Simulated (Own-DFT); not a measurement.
Simulation results for Si12O23 (quartz with two neutral oxygen vacancies, strained, atoms displaced)

A calculation, not a measurement: plane-wave PBE and HSE06 DFT by an unreviewed code, no spin, of a simulated cell at Gamma alone, so results move with cell size and shape, stress positive in tension, energies less offsets, not probed for a lower state with spin; oxygen file: force components 24 meV/angstrom off all-electron in a glass; k mesh not checked against a denser one; forces and stress are PBE's, HSE06 gives the energy alone, and its difference from PBE has offsets of its own; offsets are fitted by least squares, one for each functional and potential file, so energies compare only between cells with the same atoms and settings and are not formation energies; the far tail of each file's local potential was reset to the Coulomb form; each entry is a single point on an unrelaxed cell, so the pressure reflects the starting lattice, mostly measured values (interpolated for alloys), from which strain is counted, and rises with the displacements; printed positions are rounded, which can move forces by about a meV/angstrom; the program, named Own-DFT, is a retired in-house code; no spin-orbit coupling. Program: Own-DFT development build.

Common to all runs: first functional PBE; second functional HSE06; exact exchange share 0.25; screening 0.11 1/bohr; exchange divergence Gygi-Baldereschi; potential files PseudoDojo norm-conserving, scalar-relativistic, made for PBE, standard set; wave cutoff 48 hartree; occupations fixed; k mesh 1 x 1 x 1 centred on Gamma.

```yaml
- entry: 1
  formula: Si12O23
  kind: "quartz with two neutral oxygen vacancies, strained, atoms displaced"
  structure:
    cell_angstrom:
      - [9.9963, -0.0991, -0.0364]
      - [-5.0839, 8.7251, -0.0385]
      - [-0.04, -0.0721, 11.0164]
    atoms_fractional:
      - [Si, 0.23335, 0.99519, 0.99746]
      - [Si, 0.9958, 0.23615, 0.33458]
      - [Si, 0.26353, 0.26367, 0.16118]
      - [O, 0.2011, 0.13526, 0.05581]
      - [O, 0.43086, 0.29032, 0.22554]
      - [O, 0.36576, 0.07374, 0.3958]
      - [O, 0.07269, 0.36672, 0.44344]
      - [O, 0.13388, 0.20587, 0.27423]
      - [O, 0.29393, 0.42733, 0.1053]
      - [Si, 0.22898, 0.99684, 0.50237]
      - [Si, 0.99469, 0.22762, 0.8315]
      - [Si, 0.26391, 0.26378, 0.66844]
      - [O, 0.20693, 0.13254, 0.56149]
      - [O, 0.429, 0.29511, 0.72829]
      - [O, 0.36819, 0.07579, 0.89138]
      - [O, 0.08102, 0.37485, 0.93859]
      - [O, 0.13367, 0.20852, 0.76628]
      - [O, 0.29039, 0.42228, 0.60102]
      - [Si, 0.23039, 0.49433, 0.00174]
      - [Si, 0.99604, 0.72785, 0.33129]
      - [Si, 0.25902, 0.76306, 0.16745]
      - [O, 0.20306, 0.62898, 0.06124]
      - [O, 0.42774, 0.7923, 0.22608]
      - [O, 0.36615, 0.57325, 0.39737]
      - [O, 0.07017, 0.86327, 0.43902]
      - [O, 0.13969, 0.70977, 0.27451]
      - [O, 0.29459, 0.9299, 0.10744]
      - [Si, 0.23038, 0.49381, 0.50185]
      - [Si, 0.00351, 0.73539, 0.8346]
      - [Si, 0.26902, 0.76861, 0.66767]
      - [O, 0.21469, 0.63671, 0.55586]
      - [O, 0.42969, 0.79889, 0.72591]
      - [O, 0.36347, 0.57283, 0.89289]
      - [O, 0.0751, 0.8667, 0.94085]
      - [O, 0.13253, 0.7082, 0.77365]
      - [O, 0.29175, 0.93038, 0.60127]
      - [Si, 0.73805, 0.00309, 0.00305]
      - [Si, 0.49738, 0.2361, 0.33662]
      - [Si, 0.76412, 0.26116, 0.16368]
      - [O, 0.70492, 0.12943, 0.05766]
      - [O, 0.92555, 0.29289, 0.22936]
      - [O, 0.86008, 0.06902, 0.38819]
      - [O, 0.57103, 0.35978, 0.44089]
      - [O, 0.63905, 0.21195, 0.27015]
      - [O, 0.79366, 0.42631, 0.10336]
      - [Si, 0.73038, 0.99628, 0.49957]
      - [Si, 0.50023, 0.23396, 0.83611]
      - [Si, 0.76215, 0.26182, 0.66392]
      - [O, 0.70235, 0.13335, 0.55981]
      - [O, 0.86774, 0.07561, 0.89515]
      - [O, 0.5721, 0.36805, 0.93836]
      - [O, 0.79661, 0.42786, 0.60471]
      - [Si, 0.73443, 0.49575, 0.99921]
      - [Si, 0.49681, 0.73547, 0.33624]
      - [Si, 0.7603, 0.76128, 0.16304]
      - [O, 0.70584, 0.63849, 0.05922]
      - [O, 0.92404, 0.79148, 0.22509]
      - [O, 0.86896, 0.57331, 0.39045]
      - [O, 0.57427, 0.87297, 0.44105]
      - [O, 0.62724, 0.70014, 0.27453]
      - [O, 0.79253, 0.92662, 0.10418]
      - [Si, 0.74009, 0.5062, 0.50382]
      - [Si, 0.49855, 0.73325, 0.83502]
      - [Si, 0.76029, 0.76125, 0.66544]
      - [O, 0.71172, 0.62938, 0.56089]
      - [O, 0.92392, 0.78855, 0.73135]
      - [O, 0.86673, 0.57109, 0.89658]
      - [O, 0.57243, 0.86448, 0.93802]
      - [O, 0.63138, 0.70474, 0.77369]
      - [O, 0.79669, 0.92419, 0.61052]
  results:
    "PBE_energy_of_cell_above_offsets [eV]": "-21.525"
    "HSE06_less_PBE_above_offsets [eV]": "1.309"
    "PBE_pressure [GPa]": -1.95
    "PBE_stress_xx [GPa]": 3.8
    "PBE_stress_yy [GPa]": 0.56
    "PBE_stress_zz [GPa]": 1.51
    "PBE_stress_yz [GPa]": -2.29
    "PBE_stress_xz [GPa]": -1.36
    "PBE_stress_xy [GPa]": -2.28
    force_element: [Si, Si, Si, O, O, O, O, O, O, Si, Si, Si, O, O, O, O, O, O, Si, Si, Si, O, O, O, O, O, O, Si, Si, Si, O, O, O, O, O, O, Si, Si, Si, O, O, O, O, O, O, Si, Si, Si, O, O, O, O, Si, Si, Si, O, O, O, O, O, O, Si, Si, Si, O, O, O, O, O, O]
    "force_x [eV/angstrom]": [0.631, 2.012, 0.502, 1.358, -2.027, -0.41, -1.463, -0.915, 0.503, -0.011, -0.503, 1.749, -0.133, -0.906, -0.943, -2.678, -2.18, 0.973, 2.267, 0.348, 2.407, 0.063, -0.93, -0.049, -0.242, -2.216, -0.005, 1.192, -1.671, -1.336, -0.445, 0.769, -0.123, -0.844, 1.253, 1.929, -0.253, 1.431, -0.777, -0.4, -0.438, -0.265, 1.156, -1.683, 0.705, 2.397, 1.763, -0.497, 1.093, -0.147, -0.253, 0.491, -0.89, 0.403, -0.613, 1.321, 0.387, -1.114, -1.397, -0.053, 0.526, 1.331, -0.234, 1.1, -1.819, -0.834, 0.586, 0.713, -0.306, -1.357]
    "force_y [eV/angstrom]": [2.945, -1.019, 0.612, -1.867, -0.01, -0.098, -1.802, 0.766, -0.701, 1.574, 2.998, 1.124, -0.222, -0.018, -1.636, -4.612, -0.734, -1.048, 4.024, 2.664, 0.98, 0.255, -0.117, 0.397, -0.609, -0.465, -0.897, 2.754, -1.328, 0.012, 0.507, -0.268, 0.188, -1.108, 0.288, -2.541, -2.047, -1.901, 1.394, 0.861, 0.25, 0.446, 3.101, -0.193, -1.214, 2.347, 0.818, 1.196, -1.896, -1.203, 0.294, -0.269, 2.01, -0.784, 1.669, -3.222, -0.47, -1.664, -2.377, 0.976, -0.757, -3.715, -0.392, 0.27, 1.943, -0.068, 1.213, 1.516, 0.046, 0.833]
    "force_z [eV/angstrom]": [1.694, -0.198, 2.455, -1.265, -1.166, 0.163, -1.209, -0.256, 0.556, -2.098, -1.399, -2.012, -0.001, -0.118, 1.253, -2.888, 2.197, 1.531, 0.856, -0.803, -1.407, 0.272, -0.021, -0.109, -0.514, 1.299, -0.09, -0.238, 0.094, -1.63, 1.272, 0.86, 0.251, -0.675, -0.923, 2.665, -1.443, -1.863, 0.479, 0.381, -0.841, 0.998, 2.16, 0.956, 0.704, 1.525, -3.062, 3.512, -1.481, 0.945, 0.763, 0.149, 0.71, -0.898, 2.551, -2.42, 0.446, 1.461, -1.128, -0.428, 0.88, -2.879, -0.857, 1.664, 0.931, -0.487, -0.662, 0.996, -0.483, -1.68]
- entry: 2
  formula: Si12O23
  kind: "quartz with two neutral oxygen vacancies, strained, atoms displaced"
  structure:
    cell_angstrom:
      - [9.7549, -0.1795, 0.0911]
      - [-5.0329, 8.6394, -0.0286]
      - [0.1003, 0.0215, 10.6403]
    atoms_fractional:
      - [Si, 0.23661, 0.00212, 0.00138]
      - [Si, 0.99261, 0.23218, 0.33537]
      - [Si, 0.27022, 0.26119, 0.16569]
      - [O, 0.21316, 0.13243, 0.05796]
      - [O, 0.42589, 0.2954, 0.22004]
      - [O, 0.36761, 0.0821, 0.39145]
      - [O, 0.07272, 0.36979, 0.4373]
      - [O, 0.13213, 0.2035, 0.27334]
      - [O, 0.29163, 0.42811, 0.10439]
      - [Si, 0.23318, 0.00367, 0.499]
      - [Si, 0.99569, 0.23405, 0.83048]
      - [Si, 0.25938, 0.25638, 0.66648]
      - [O, 0.21159, 0.13228, 0.56265]
      - [O, 0.42747, 0.29638, 0.72835]
      - [O, 0.36793, 0.07373, 0.88933]
      - [O, 0.07523, 0.36827, 0.9448]
      - [O, 0.1338, 0.20449, 0.77148]
      - [O, 0.28751, 0.42528, 0.61082]
      - [Si, 0.22452, 0.49442, 0.00366]
      - [Si, 0.00468, 0.73851, 0.33461]
      - [Si, 0.26831, 0.76735, 0.17467]
      - [O, 0.21088, 0.63813, 0.06316]
      - [O, 0.42975, 0.79746, 0.22654]
      - [O, 0.07043, 0.86166, 0.4391]
      - [O, 0.13107, 0.7103, 0.27881]
      - [O, 0.28977, 0.92276, 0.10644]
      - [Si, 0.22435, 0.49492, 0.50408]
      - [Si, 0.99705, 0.72633, 0.83813]
      - [Si, 0.27473, 0.76769, 0.66559]
      - [O, 0.20391, 0.62886, 0.56576]
      - [O, 0.4265, 0.79112, 0.72766]
      - [O, 0.36516, 0.57673, 0.89458]
      - [O, 0.07505, 0.86628, 0.94203]
      - [O, 0.13056, 0.69983, 0.77354]
      - [O, 0.28946, 0.92839, 0.60582]
      - [Si, 0.73448, 0.00075, 0.00152]
      - [Si, 0.50113, 0.23995, 0.33066]
      - [Si, 0.76737, 0.27825, 0.16434]
      - [O, 0.70289, 0.13101, 0.05856]
      - [O, 0.93369, 0.29557, 0.22746]
      - [O, 0.86844, 0.07885, 0.38922]
      - [O, 0.57295, 0.36181, 0.43721]
      - [O, 0.63496, 0.20821, 0.2736]
      - [O, 0.79427, 0.42807, 0.10885]
      - [Si, 0.73312, 0.99552, 0.49315]
      - [Si, 0.49956, 0.23435, 0.83869]
      - [Si, 0.75909, 0.26041, 0.66879]
      - [O, 0.7046, 0.13631, 0.56116]
      - [O, 0.92563, 0.29251, 0.7246]
      - [O, 0.87008, 0.07498, 0.89403]
      - [O, 0.57271, 0.36583, 0.9375]
      - [O, 0.63548, 0.21087, 0.77712]
      - [O, 0.79404, 0.42626, 0.61308]
      - [Si, 0.73812, 0.50471, 0.99925]
      - [Si, 0.50097, 0.73532, 0.33006]
      - [Si, 0.76471, 0.76905, 0.1676]
      - [O, 0.70384, 0.63178, 0.05943]
      - [O, 0.92966, 0.79851, 0.22578]
      - [O, 0.86763, 0.57671, 0.39674]
      - [O, 0.57124, 0.87111, 0.43701]
      - [O, 0.79108, 0.92669, 0.10616]
      - [Si, 0.7365, 0.49878, 0.50094]
      - [Si, 0.49948, 0.73916, 0.83098]
      - [Si, 0.7617, 0.7674, 0.66597]
      - [O, 0.70831, 0.63192, 0.55985]
      - [O, 0.92301, 0.79446, 0.72486]
      - [O, 0.86408, 0.56857, 0.88969]
      - [O, 0.57417, 0.87023, 0.93915]
      - [O, 0.6344, 0.70521, 0.77277]
      - [O, 0.79742, 0.9255, 0.60909]
  results:
    "PBE_energy_of_cell_above_offsets [eV]": "-18.452"
    "HSE06_less_PBE_above_offsets [eV]": "-0.404"
    "PBE_pressure [GPa]": 12.05
    "PBE_stress_xx [GPa]": -11.52
    "PBE_stress_yy [GPa]": -12.39
    "PBE_stress_zz [GPa]": -12.25
    "PBE_stress_yz [GPa]": -0.49
    "PBE_stress_xz [GPa]": 1.81
    "PBE_stress_xy [GPa]": -4.64
    force_element: [Si, Si, Si, O, O, O, O, O, O, Si, Si, Si, O, O, O, O, O, O, Si, Si, Si, O, O, O, O, O, Si, Si, Si, O, O, O, O, O, O, Si, Si, Si, O, O, O, O, O, O, Si, Si, Si, O, O, O, O, O, O, Si, Si, Si, O, O, O, O, O, Si, Si, Si, O, O, O, O, O, O]
    "force_x [eV/angstrom]": [1.358, 3.917, -5.934, -1.422, 5.116, -0.281, -1.659, -0.513, 1.733, 1.012, 1.62, 2.333, -1.427, 0.549, -0.492, -3.713, -3.2, 0.405, 3.098, -4.338, -1.192, -0.452, 0.93, -0.12, 3.321, 0.388, 3.796, -0.117, -4.632, -0.692, 1.09, -0.099, -0.994, 0.638, 1.257, -0.38, 0.042, 4.198, -0.473, -2.751, -1.046, -0.104, -0.355, -1.566, -0.069, -0.783, 1.157, 1.336, 0.604, 0.069, 0.327, -0.779, -0.522, -1.84, 1.733, -1.898, -0.059, 0.604, 1.357, -1.102, 0.586, -1.038, 1.926, 2.938, -0.613, 2.714, 0.189, -0.766, -2.735, -2.186]
    "force_y [eV/angstrom]": [-2.136, 4.395, 1.78, 1.073, 0.958, -1.583, -1.595, -0.098, -2.072, -2.262, 1.665, 4.473, -0.538, -0.308, -2.421, -4.804, -1.101, -0.859, 5.049, -0.906, 0.052, -0.589, 1.027, 2.875, -1.111, 0.348, 2.745, 5.021, 0.579, 0.283, 1.748, -0.102, -1.29, 0.347, -1.056, 0.449, -0.387, -5.632, 1.918, 0.786, -4.752, 2.163, -0.2, 4.182, 2.002, 1.24, 2.207, -3.046, 0.369, -0.949, 2.268, -1.247, 0.447, -1.868, -3.215, -1.094, 0.401, -0.213, 0.197, -0.753, 0.512, -0.836, -1.873, -1.769, -0.131, -0.461, -2.105, -0.592, -0.687, 3.084]
    "force_z [eV/angstrom]": [-0.289, -3.121, -2.041, 0.263, 2.293, -0.298, -0.462, 0.697, 1.925, 0.069, 0.66, -0.281, -1.494, 0.151, 0.896, -3.392, 3.036, -0.139, 1.28, -0.757, -3.325, 0.189, 0.075, 2.472, -0.879, 0.68, -0.26, -3.562, -0.608, -0.528, -1.097, -0.266, -0.503, -0.126, 0.615, 0.353, -1.804, 0.934, 1.141, -2.168, 1.745, 1.929, 0.32, -2.157, 4.786, -3.754, -1.362, -2.365, -0.012, -0.11, 2.825, 1.813, -0.955, 1.385, 0.369, 1.579, 0.297, 0.364, -2.039, -0.087, 0.196, 2.763, 2.423, -1.097, -0.373, 2.047, 0.183, -0.411, 2.264, -2.896]
- entry: 3
  formula: Si12O23
  kind: "quartz with two neutral oxygen vacancies, strained, atoms displaced"
  structure:
    cell_angstrom:
      - [9.9321, -0.0196, 0.1297]
      - [-4.983, 8.5212, -0.0368]
      - [0.1426, 0.0355, 10.9388]
    atoms_fractional:
      - [Si, 0.23208, 0.00387, 0.0051]
      - [Si, 0.99795, 0.23657, 0.33245]
      - [Si, 0.26234, 0.26416, 0.16769]
      - [O, 0.20288, 0.12536, 0.05919]
      - [O, 0.42906, 0.29445, 0.23004]
      - [O, 0.36051, 0.07202, 0.39424]
      - [O, 0.08135, 0.37166, 0.44763]
      - [O, 0.13281, 0.20673, 0.27445]
      - [O, 0.29632, 0.42819, 0.11007]
      - [Si, 0.23829, 0.00559, 0.50204]
      - [Si, 0.99886, 0.2354, 0.8332]
      - [Si, 0.25908, 0.2596, 0.66735]
      - [O, 0.42224, 0.2939, 0.73223]
      - [O, 0.36255, 0.07763, 0.89096]
      - [O, 0.07293, 0.36907, 0.94044]
      - [O, 0.13508, 0.20915, 0.77326]
      - [O, 0.29261, 0.42702, 0.6096]
      - [Si, 0.23834, 0.50392, 0.00272]
      - [Si, 0.99347, 0.72804, 0.33576]
      - [Si, 0.26888, 0.76917, 0.16856]
      - [O, 0.20585, 0.63259, 0.06285]
      - [O, 0.41994, 0.78798, 0.22036]
      - [O, 0.36408, 0.57355, 0.39366]
      - [O, 0.12781, 0.7045, 0.27313]
      - [O, 0.29283, 0.92093, 0.10089]
      - [Si, 0.23827, 0.50533, 0.50345]
      - [Si, 0.99376, 0.73388, 0.83672]
      - [Si, 0.27185, 0.76918, 0.66854]
      - [O, 0.20701, 0.63098, 0.56258]
      - [O, 0.42793, 0.79032, 0.72874]
      - [O, 0.36366, 0.57156, 0.89142]
      - [O, 0.0768, 0.86779, 0.94284]
      - [O, 0.13561, 0.7091, 0.77493]
      - [O, 0.29328, 0.92858, 0.61014]
      - [Si, 0.73065, 0.99729, 0.00342]
      - [Si, 0.50143, 0.23293, 0.33312]
      - [Si, 0.76368, 0.26597, 0.16249]
      - [O, 0.71222, 0.13462, 0.05535]
      - [O, 0.9262, 0.29191, 0.22302]
      - [O, 0.86423, 0.07393, 0.38954]
      - [O, 0.57708, 0.36979, 0.43757]
      - [O, 0.63936, 0.21192, 0.27486]
      - [O, 0.79603, 0.43385, 0.109]
      - [Si, 0.73171, 0.99733, 0.49784]
      - [Si, 0.50595, 0.23637, 0.83351]
      - [Si, 0.7603, 0.26308, 0.65968]
      - [O, 0.70708, 0.1345, 0.56261]
      - [O, 0.92802, 0.28896, 0.72863]
      - [O, 0.86311, 0.0739, 0.88829]
      - [O, 0.57251, 0.36853, 0.9456]
      - [O, 0.63295, 0.20667, 0.77254]
      - [O, 0.7904, 0.42902, 0.60635]
      - [Si, 0.7328, 0.50148, 0.00504]
      - [Si, 0.49951, 0.73483, 0.33208]
      - [Si, 0.76736, 0.76647, 0.16536]
      - [O, 0.7082, 0.63846, 0.05714]
      - [O, 0.92873, 0.7922, 0.22855]
      - [O, 0.86869, 0.57033, 0.39197]
      - [O, 0.5717, 0.86268, 0.44274]
      - [O, 0.63225, 0.70754, 0.27656]
      - [O, 0.79888, 0.93006, 0.10584]
      - [Si, 0.73331, 0.49926, 0.50281]
      - [Si, 0.50017, 0.73454, 0.82981]
      - [Si, 0.76679, 0.76875, 0.66921]
      - [O, 0.71402, 0.63267, 0.56062]
      - [O, 0.92643, 0.79315, 0.72786]
      - [O, 0.86874, 0.57228, 0.89444]
      - [O, 0.57602, 0.86874, 0.94288]
      - [O, 0.63412, 0.70817, 0.77544]
      - [O, 0.79671, 0.93071, 0.60418]
  results:
    "PBE_energy_of_cell_above_offsets [eV]": "-21.433"
    "HSE06_less_PBE_above_offsets [eV]": "0.545"
    "PBE_pressure [GPa]": 3.42
    "PBE_stress_xx [GPa]": -3.95
    "PBE_stress_yy [GPa]": -4.65
    "PBE_stress_zz [GPa]": -1.65
    "PBE_stress_yz [GPa]": 2.09
    "PBE_stress_xz [GPa]": 3.88
    "PBE_stress_xy [GPa]": 0.57
    force_element: [Si, Si, Si, O, O, O, O, O, O, Si, Si, Si, O, O, O, O, O, Si, Si, Si, O, O, O, O, O, Si, Si, Si, O, O, O, O, O, O, Si, Si, Si, O, O, O, O, O, O, Si, Si, Si, O, O, O, O, O, O, Si, Si, Si, O, O, O, O, O, O, Si, Si, Si, O, O, O, O, O, O]
    "force_x [eV/angstrom]": [4.399, 0.347, 1.99, -3.5, -1.197, 2.359, -1.688, -0.551, -0.311, -3.801, 0.406, 3.038, 0.905, 0.175, 0.621, -1.535, 0.069, -0.853, 1.485, -3.125, -0.086, 4.145, 0.847, 1.422, -0.465, 1.382, 2.668, -1.578, -0.99, -0.38, 0.771, -0.985, -0.772, 0.581, 2.929, -1.106, 1.501, -1.745, -0.175, -0.425, -0.319, -0.017, 0.18, 0.676, -3.555, 2.48, 0.328, -3.038, -0.535, 0.209, 1.365, 0.952, 0.97, -1.848, 0.564, -0.53, -1.6, -1.363, -0.651, 1.469, -0.208, 0.979, -0.493, 1.015, -1.762, -0.455, -1.154, -1.112, 0.824, -0.144]
    "force_y [eV/angstrom]": [-4.238, 2.289, -0.18, 5.305, -0.412, 1.357, -3.012, -0.363, 0.274, -1.482, 0.876, -0.245, 0.245, -0.602, 0.185, -1.051, 0.206, -1.689, 4.542, -2.139, 0.323, 0.476, 0.619, 0.054, 1.692, -1.824, 1.991, -1.055, 2.489, 0.816, 0.563, -0.899, 0.07, 0.295, -0.001, 1.036, 0.659, 1.985, 0.03, -0.651, -0.773, -0.81, -0.685, 0.639, 0.899, 2.582, -2.7, 0.528, -1.606, -0.6, -0.179, -0.893, -0.48, 0.126, 0.354, 0.447, 0.031, -2.996, -0.105, 0.133, -0.013, -0.706, 0.343, -0.296, 2.542, 0.161, -1.611, -2.152, -0.28, -0.435]
    "force_z [eV/angstrom]": [-3.602, 0.757, -0.383, 3.85, -0.95, -2.263, -2.574, 0.501, -0.751, 2.597, 0.593, -2.403, 0.14, 0.923, 0.478, 1.738, -0.45, -0.248, 0.281, -1.027, 0.348, 2.78, -0.903, -0.637, -0.148, 0.686, -0.846, 0.031, 1.469, -1.113, -0.329, -0.498, 0.253, -0.367, -2.008, 0.399, 0.162, 1.556, 0.194, 0.476, -0.15, 0.0, 0.333, 0.865, 0.541, 4.12, -2.786, -2.439, 1.506, -0.572, -0.684, 0.796, -1.618, -0.31, 1.282, 0.491, -0.956, 1.765, -0.424, -1.317, 0.218, -1.954, 2.955, -1.186, 1.565, -0.014, 1.133, -1.428, -0.415, -0.028]
```
